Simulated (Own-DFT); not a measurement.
## Calculated data, GaN (wurtzite, strained, atoms displaced)

Computed with Own-DFT development build. A calculation, not a measurement: plane-wave PBE density functional theory by an unreviewed code, no spin, of a simulated periodic cell, stress positive in tension, free energy of the whole cell less one offset for each atom, forces on such cells passed a denser k mesh, this cell's mesh not checked; offsets are fitted by least squares, one for each functional and potential file, so energies compare only between cells with the same atoms and settings and are not formation energies; the far tail of each file's local potential was reset to the Coulomb form; each entry is a single point on an unrelaxed cell, so the pressure reflects the starting lattice, mostly measured values (interpolated for alloys), from which strain is counted, and rises with the displacements; printed positions are rounded, which can move forces by about a meV/angstrom; the program, named Own-DFT, is a retired in-house code; no spin-orbit coupling.

Settings shared by all entries: functional PBE; potential files PseudoDojo norm-conserving, scalar-relativistic, standard set; wave cutoff 42 hartree; occupations Fermi-Dirac; smearing width 0.1 eV; k mesh 3 x 4 x 3 centred on Gamma.

```json
{"entry": 1, "formula": "GaN", "kind": "wurtzite, strained, atoms displaced", "structure": {"cell_angstrom": [[12.9804, -0.1035, 0.0221], [-4.9349, 8.1773, 0.0745], [0.018, 0.1036, 10.4695]], "atoms_fractional": [["Ga", 0.09087, 0.22574, 0.99879], ["Ga", 0.15548, 0.10442, 0.25518], ["N", 0.0844, 0.21796, 0.19597], ["N", 0.16431, 0.10809, 0.44397], ["Ga", 0.08975, 0.21785, 0.50155], ["Ga", 0.15901, 0.1058, 0.74339], ["N", 0.07105, 0.20812, 0.69717], ["N", 0.17127, 0.11225, 0.93624], ["Ga", 0.08748, 0.55805, 0.00141], ["Ga", 0.1701, 0.44639, 0.25792], ["N", 0.07658, 0.55287, 0.19325], ["N", 0.1678, 0.44937, 0.4356], ["Ga", 0.08588, 0.55702, 0.50031], ["Ga", 0.16257, 0.44073, 0.74286], ["N", 0.08824, 0.56118, 0.69286], ["N", 0.16802, 0.446, 0.94258], ["Ga", 0.08332, 0.87821, 0.99815], ["Ga", 0.16345, 0.76849, 0.25467], ["N", 0.08608, 0.89064, 0.1772], ["N", 0.1547, 0.76084, 0.43943], ["Ga", 0.08276, 0.88381, 0.50528], ["Ga", 0.17363, 0.78087, 0.75173], ["N", 0.08301, 0.88273, 0.69162], ["N", 0.17491, 0.77369, 0.92301], ["Ga", 0.33581, 0.22145, 0.99682], ["Ga", 0.42001, 0.11557, 0.24028], ["N", 0.33672, 0.22071, 0.18784], ["N", 0.41302, 0.10975, 0.43389], ["Ga", 0.33176, 0.22383, 0.503], ["Ga", 0.42643, 0.12234, 0.75341], ["N", 0.33433, 0.23202, 0.68833], ["N", 0.41906, 0.11404, 0.93114], ["Ga", 0.33417, 0.56183, 0.9933], ["Ga", 0.41623, 0.44729, 0.24764], ["N", 0.33814, 0.54781, 0.19383], ["N", 0.41752, 0.4432, 0.42955], ["Ga", 0.33374, 0.56154, 0.48825], ["Ga", 0.41075, 0.4437, 0.75062], ["N", 0.33351, 0.55074, 0.68784], ["N", 0.41399, 0.45491, 0.93856], ["Ga", 0.33306, 0.88479, 0.00765], ["Ga", 0.42084, 0.77435, 0.25764], ["N", 0.33912, 0.89845, 0.18904], ["N", 0.40974, 0.76814, 0.43064], ["Ga", 0.32663, 0.89159, 0.50099], ["Ga", 0.41592, 0.77363, 0.75027], ["N", 0.3382, 0.89794, 0.68589], ["N", 0.41051, 0.77949, 0.93797], ["Ga", 0.58493, 0.227, 0.99495], ["Ga", 0.67083, 0.10653, 0.25393], ["N", 0.58177, 0.2235, 0.1864], ["N", 0.66397, 0.10587, 0.43597], ["Ga", 0.58539, 0.22242, 0.49132], ["Ga", 0.66348, 0.11296, 0.74877], ["N", 0.58611, 0.22298, 0.68966], ["N", 0.66068, 0.10587, 0.93741], ["Ga", 0.57701, 0.5462, 0.0057], ["Ga", 0.6715, 0.44206, 0.25218], ["N", 0.58771, 0.5591, 0.178], ["N", 0.66743, 0.44505, 0.43081], ["Ga", 0.58459, 0.55908, 0.50443], ["Ga", 0.66629, 0.43879, 0.75015], ["N", 0.58476, 0.56187, 0.68937], ["N", 0.66395, 0.4433, 0.92937], ["Ga", 0.58312, 0.88776, 0.00133], ["Ga", 0.67572, 0.78807, 0.26018], ["N", 0.5898, 0.89641, 0.18154], ["N", 0.68116, 0.78201, 0.43116], ["Ga", 0.58709, 0.89707, 0.50642], ["Ga", 0.65993, 0.77384, 0.75083], ["N", 0.57987, 0.88876, 0.68574], ["N", 0.66811, 0.77993, 0.94011], ["Ga", 0.83406, 0.21787, 0.99828], ["Ga", 0.92211, 0.11781, 0.25762], ["N", 0.8362, 0.22667, 0.19437], ["N", 0.92297, 0.11513, 0.43732], ["Ga", 0.8263, 0.21651, 0.4948], ["Ga", 0.91359, 0.11035, 0.74476], ["N", 0.83744, 0.22118, 0.6962], ["N", 0.9163, 0.11248, 0.93399], ["Ga", 0.82834, 0.54614, 0.99585], ["Ga", 0.91543, 0.43996, 0.2534], ["N", 0.84081, 0.56552, 0.18517], ["N", 0.91786, 0.44179, 0.43581], ["Ga", 0.83643, 0.55611, 0.49991], ["Ga", 0.91417, 0.44149, 0.74985], ["N", 0.83364, 0.54961, 0.68068], ["N", 0.91796, 0.44705, 0.93547], ["Ga", 0.83215, 0.8912, 0.00308], ["Ga", 0.91853, 0.77519, 0.24922], ["N", 0.83115, 0.88461, 0.19221], ["N", 0.90821, 0.77555, 0.43823], ["Ga", 0.84162, 0.89438, 0.50033], ["Ga", 0.91431, 0.77311, 0.75401], ["N", 0.83418, 0.88966, 0.68357], ["N", 0.91305, 0.77387, 0.94817]]}, "results": {"free_energy_of_cell_above_offsets [eV]": "25.258", "pressure [GPa]": 6.09, "stress_xx [GPa]": -0.6, "stress_yy [GPa]": -11.99, "stress_zz [GPa]": -5.68, "stress_yz [GPa]": 1.99, "stress_xz [GPa]": 0.39, "stress_xy [GPa]": -1.36, "force_element": ["Ga", "Ga", "N", "N", "Ga", "Ga", "N", "N", "Ga", "Ga", "N", "N", "Ga", "Ga", "N", "N", "Ga", "Ga", "N", "N", "Ga", "Ga", "N", "N", "Ga", "Ga", "N", "N", "Ga", "Ga", "N", "N", "Ga", "Ga", "N", "N", "Ga", "Ga", "N", "N", "Ga", "Ga", "N", "N", "Ga", "Ga", "N", "N", "Ga", "Ga", "N", "N", "Ga", "Ga", "N", "N", "Ga", "Ga", "N", "N", "Ga", "Ga", "N", "N", "Ga", "Ga", "N", "N", "Ga", "Ga", "N", "N", "Ga", "Ga", "N", "N", "Ga", "Ga", "N", "N", "Ga", "Ga", "N", "N", "Ga", "Ga", "N", "N", "Ga", "Ga", "N", "N", "Ga", "Ga", "N", "N"], "force_x [eV/angstrom]": [-0.495, 2.55, -0.617, 0.778, -1.919, 1.155, 2.154, -0.578, -0.48, -0.216, 2.029, 0.051, -0.316, 0.423, -0.434, -0.339, 0.015, -0.103, 0.313, 0.235, -0.817, -0.233, -0.104, -1.074, -0.424, -0.784, -1.359, 0.282, 0.933, -1.603, 0.304, -0.146, -0.053, 2.558, -2.657, -0.176, 1.116, 1.006, -1.207, 1.081, -0.369, -0.134, -0.074, 0.27, 0.853, -1.085, 0.387, 1.348, 0.185, -1.209, 1.874, -0.246, -1.197, 1.182, 0.074, 0.507, 0.195, -0.882, 0.094, 0.1, 0.096, -0.387, 0.161, 0.014, -0.023, -1.076, -0.171, -2.19, 0.058, 1.072, 0.477, -0.577, -0.411, -0.513, 0.338, -0.617, 1.792, -0.721, -1.915, 0.618, 0.195, -1.002, -0.05, -0.44, -0.336, 0.666, -0.306, 0.048, 0.274, -0.507, 1.279, 2.441, -0.652, -0.422, -0.16, 0.233], "force_y [eV/angstrom]": [-1.273, 0.122, 1.14, -0.335, 0.866, 0.497, 1.934, -0.497, -0.759, -0.178, -0.206, -0.815, -3.017, 0.097, -1.095, 0.314, 0.684, 1.741, -0.659, 3.827, -0.82, 0.388, -0.223, 0.669, 0.147, 0.478, -0.011, 0.588, 0.056, -0.877, -1.872, -0.064, -1.004, -1.172, 1.641, 0.821, -2.692, 0.804, 0.502, -0.951, 0.816, 0.719, -2.645, 3.677, -0.547, 0.404, -0.459, 0.867, -1.287, 0.796, -0.019, 1.037, -0.285, -0.202, -0.025, 1.278, 1.063, 1.056, -0.128, 0.295, -0.39, 1.57, -1.802, 0.739, -0.768, -1.412, -1.274, 0.094, -2.636, 1.373, 0.006, -0.327, 0.107, -0.967, -1.296, 0.7, 0.529, -1.386, -0.265, 0.334, 0.374, 1.197, -2.491, 0.237, -0.706, 0.79, 0.265, -0.149, -0.377, 1.222, 1.497, 0.472, -0.307, 0.202, -0.877, 0.515], "force_z [eV/angstrom]": [0.39, -0.729, -1.121, -0.531, 0.613, 1.466, -2.004, -0.355, -0.041, -1.951, -1.04, 1.56, 1.497, 1.121, -1.184, -0.854, -1.102, -0.845, 2.252, -0.601, -0.227, -1.901, -0.325, 3.887, 0.543, 1.434, -0.332, 0.165, -0.536, -1.199, -0.242, 1.582, 1.619, -0.347, -1.416, 1.508, 1.934, 0.534, -1.018, -0.477, -1.044, -2.857, 0.322, 1.966, -0.288, -0.097, -0.09, -0.345, 0.918, -1.537, -0.352, 0.167, 0.747, 0.739, -1.7, -0.272, -1.939, -1.623, 3.055, 1.702, -0.983, -0.953, -0.332, 0.973, -0.545, -3.182, 1.682, 3.065, -1.061, 0.681, 0.592, -0.636, 0.215, -1.37, -1.039, 1.044, 1.249, 1.455, -1.952, 0.678, 0.786, -0.4, -0.074, 0.937, -0.759, 0.025, 1.31, 0.477, 0.281, -0.047, -0.518, -0.433, 0.299, 0.113, 0.821, -1.6]}}
{"entry": 2, "formula": "GaN", "kind": "wurtzite, strained, atoms displaced", "structure": {"cell_angstrom": [[12.5881, -0.1864, 0.1158], [-4.8416, 8.3487, 0.0194], [0.0941, 0.0787, 10.5181]], "atoms_fractional": [["Ga", 0.08942, 0.21839, 0.00197], ["Ga", 0.16737, 0.11792, 0.25436], ["N", 0.08123, 0.2211, 0.19147], ["N", 0.16356, 0.11276, 0.44074], ["Ga", 0.07747, 0.20947, 0.49867], ["Ga", 0.16653, 0.11116, 0.74606], ["N", 0.08061, 0.22424, 0.68371], ["N", 0.16643, 0.11014, 0.93463], ["Ga", 0.08544, 0.56591, 0.99275], ["Ga", 0.16213, 0.44547, 0.2456], ["N", 0.08072, 0.56013, 0.17806], ["N", 0.16838, 0.45181, 0.44442], ["Ga", 0.08511, 0.55285, 0.50039], ["Ga", 0.17038, 0.44906, 0.75678], ["N", 0.08806, 0.5553, 0.69086], ["N", 0.16847, 0.45209, 0.93562], ["Ga", 0.08837, 0.88673, 0.01269], ["Ga", 0.16448, 0.78557, 0.24618], ["N", 0.08152, 0.88944, 0.18502], ["N", 0.16784, 0.77518, 0.43711], ["Ga", 0.08239, 0.88925, 0.49426], ["Ga", 0.163, 0.78557, 0.75253], ["N", 0.08772, 0.8973, 0.69887], ["N", 0.17109, 0.77801, 0.94199], ["Ga", 0.33704, 0.22197, 0.00832], ["Ga", 0.41279, 0.1128, 0.25179], ["N", 0.32802, 0.22457, 0.19244], ["N", 0.41607, 0.109, 0.44154], ["Ga", 0.33166, 0.21604, 0.49634], ["Ga", 0.41586, 0.11084, 0.75193], ["N", 0.33025, 0.22123, 0.69474], ["N", 0.42287, 0.11357, 0.93591], ["Ga", 0.33163, 0.55046, 0.00158], ["Ga", 0.4245, 0.44581, 0.25027], ["N", 0.33104, 0.54969, 0.17751], ["N", 0.42176, 0.44708, 0.43517], ["Ga", 0.33336, 0.56232, 0.50551], ["Ga", 0.42177, 0.45869, 0.74547], ["N", 0.32746, 0.55224, 0.69394], ["N", 0.41538, 0.44161, 0.94372], ["Ga", 0.3278, 0.88553, 0.00143], ["Ga", 0.41583, 0.7744, 0.25056], ["N", 0.33445, 0.89446, 0.19186], ["N", 0.42347, 0.7908, 0.43614], ["Ga", 0.33189, 0.88651, 0.49751], ["Ga", 0.4177, 0.77809, 0.74857], ["N", 0.33093, 0.89175, 0.69504], ["N", 0.41887, 0.77784, 0.9449], ["Ga", 0.57849, 0.22399, 0.00366], ["Ga", 0.66441, 0.10707, 0.24996], ["N", 0.58844, 0.2227, 0.1868], ["N", 0.68166, 0.11513, 0.43946], ["Ga", 0.5877, 0.22247, 0.49976], ["Ga", 0.66368, 0.10763, 0.74461], ["N", 0.57257, 0.21451, 0.69277], ["N", 0.66317, 0.1004, 0.94452], ["Ga", 0.58212, 0.55937, 0.99844], ["Ga", 0.66573, 0.44212, 0.25137], ["N", 0.58413, 0.55246, 0.18605], ["N", 0.6669, 0.43579, 0.43074], ["Ga", 0.58034, 0.55675, 0.49859], ["Ga", 0.66634, 0.44464, 0.75318], ["N", 0.58196, 0.55857, 0.69139], ["N", 0.66593, 0.44847, 0.93423], ["Ga", 0.58259, 0.8887, 0.00718], ["Ga", 0.67609, 0.78071, 0.25135], ["N", 0.59056, 0.89249, 0.18507], ["N", 0.66908, 0.79036, 0.43265], ["Ga", 0.58689, 0.89049, 0.50155], ["Ga", 0.66374, 0.78045, 0.75104], ["N", 0.58933, 0.89405, 0.69463], ["N", 0.66349, 0.77817, 0.94123], ["Ga", 0.83709, 0.21631, 0.00288], ["Ga", 0.91595, 0.11269, 0.24673], ["N", 0.83861, 0.22938, 0.18503], ["N", 0.91053, 0.118, 0.44202], ["Ga", 0.83616, 0.21733, 0.49235], ["Ga", 0.91993, 0.11068, 0.75677], ["N", 0.83008, 0.2126, 0.68839], ["N", 0.9088, 0.10109, 0.93911], ["Ga", 0.83864, 0.5564, 0.00215], ["Ga", 0.9091, 0.43653, 0.24288], ["N", 0.82784, 0.55172, 0.19122], ["N", 0.92146, 0.44576, 0.43904], ["Ga", 0.83396, 0.56091, 0.49623], ["Ga", 0.90535, 0.44015, 0.75032], ["N", 0.8255, 0.55203, 0.68842], ["N", 0.91047, 0.44082, 0.93709], ["Ga", 0.83949, 0.89955, 0.99129], ["Ga", 0.91395, 0.77398, 0.25043], ["N", 0.83603, 0.88941, 0.19643], ["N", 0.90911, 0.77106, 0.44467], ["Ga", 0.83582, 0.8975, 0.49749], ["Ga", 0.91623, 0.77111, 0.73829], ["N", 0.83521, 0.87848, 0.69282], ["N", 0.91969, 0.77214, 0.94076]]}, "results": {"free_energy_of_cell_above_offsets [eV]": "26.102", "pressure [GPa]": 8.11, "stress_xx [GPa]": -13.2, "stress_yy [GPa]": -8.78, "stress_zz [GPa]": -2.37, "stress_yz [GPa]": 1.66, "stress_xz [GPa]": 2.27, "stress_xy [GPa]": -4.48, "force_element": ["Ga", "Ga", "N", "N", "Ga", "Ga", "N", "N", "Ga", "Ga", "N", "N", "Ga", "Ga", "N", "N", "Ga", "Ga", "N", "N", "Ga", "Ga", "N", "N", "Ga", "Ga", "N", "N", "Ga", "Ga", "N", "N", "Ga", "Ga", "N", "N", "Ga", "Ga", "N", "N", "Ga", "Ga", "N", "N", "Ga", "Ga", "N", "N", "Ga", "Ga", "N", "N", "Ga", "Ga", "N", "N", "Ga", "Ga", "N", "N", "Ga", "Ga", "N", "N", "Ga", "Ga", "N", "N", "Ga", "Ga", "N", "N", "Ga", "Ga", "N", "N", "Ga", "Ga", "N", "N", "Ga", "Ga", "N", "N", "Ga", "Ga", "N", "N", "Ga", "Ga", "N", "N", "Ga", "Ga", "N", "N"], "force_x [eV/angstrom]": [-1.106, -1.07, 0.706, 0.684, -0.981, -1.235, 1.092, 0.699, -0.062, 0.031, 0.349, 1.018, -0.811, -2.088, -1.62, -0.332, -1.098, 0.773, -0.072, -1.199, 0.633, 1.193, -0.529, -1.816, -0.363, 0.926, 1.735, 0.152, 0.231, -1.995, 1.19, -2.055, 0.24, -2.08, 0.351, -1.688, 0.525, -1.086, 2.065, -0.207, 2.674, 0.147, 0.347, -0.09, 0.025, -0.911, 1.022, -0.99, 2.398, 0.402, -1.169, -4.067, 0.096, -0.434, 2.886, -0.216, 0.789, -0.81, 0.971, -0.864, 1.676, -1.603, 1.461, 0.276, 0.095, -2.407, -0.277, 0.795, -0.216, 1.289, -0.931, 0.73, -2.041, -0.736, -0.011, 4.34, -1.246, -1.003, 0.47, 1.642, -1.607, 0.573, 1.283, -1.167, 0.685, 1.696, 1.547, 1.149, 0.398, -0.129, 1.277, 0.513, -0.288, 0.064, -1.276, -0.328], "force_y [eV/angstrom]": [0.819, -1.043, 0.443, -0.817, 2.473, 1.024, 0.079, -0.365, -2.309, 0.655, 0.108, -1.603, 0.459, -1.498, 0.629, -1.515, 0.319, -1.531, 0.987, 0.511, -0.712, -1.593, -1.133, 0.934, -0.143, 0.081, 0.074, 0.218, 1.168, -0.539, 1.325, -0.954, 0.873, 0.191, 0.542, -0.6, -0.353, -2.699, 1.734, -0.049, 1.093, 0.042, -0.284, -1.286, 0.426, 0.35, -0.507, -0.437, 0.285, 0.26, -0.113, -1.354, -0.591, 1.013, 1.854, 2.078, -0.195, -0.603, 1.065, 1.203, 0.592, -1.018, 0.648, -0.272, -0.303, -1.054, -0.818, -1.688, 0.816, -0.32, -1.204, 0.325, 0.639, -0.367, -1.867, -2.211, 3.871, -0.511, 1.028, 3.251, -0.285, 1.936, 0.925, -0.038, -2.671, -0.447, 0.215, -0.271, -4.532, -0.323, 1.051, 2.307, -0.786, 0.121, 1.603, 1.168], "force_z [eV/angstrom]": [-0.331, -0.087, -0.56, -0.867, 0.889, 1.079, 0.556, 0.948, 0.447, 0.658, 0.931, -1.64, 1.05, -0.567, 0.048, 1.022, -3.323, 0.775, 2.463, -0.429, 1.189, 0.189, -2.509, -1.12, -1.621, 0.17, -0.14, -0.762, 1.626, 0.548, -1.605, 0.803, -1.145, 0.001, 2.813, 0.345, -0.561, 1.66, -1.467, -1.062, 0.354, -0.777, -0.476, 0.369, 1.231, 1.378, -1.228, -0.968, -0.543, 0.084, 0.655, -1.104, 0.593, 2.046, -1.643, -0.965, 0.145, -0.569, 0.032, 1.458, 0.435, 0.124, -1.447, 1.079, -0.933, -0.475, 1.704, 0.973, 0.393, 0.932, -1.884, -0.471, -0.777, 0.859, 0.193, -2.205, 3.158, -1.14, -0.297, -0.387, 0.013, 1.43, -0.596, -0.715, 0.721, -0.351, -1.373, -0.093, 1.496, 0.197, -1.609, -1.336, 1.157, 2.196, -1.032, -0.424]}}
```
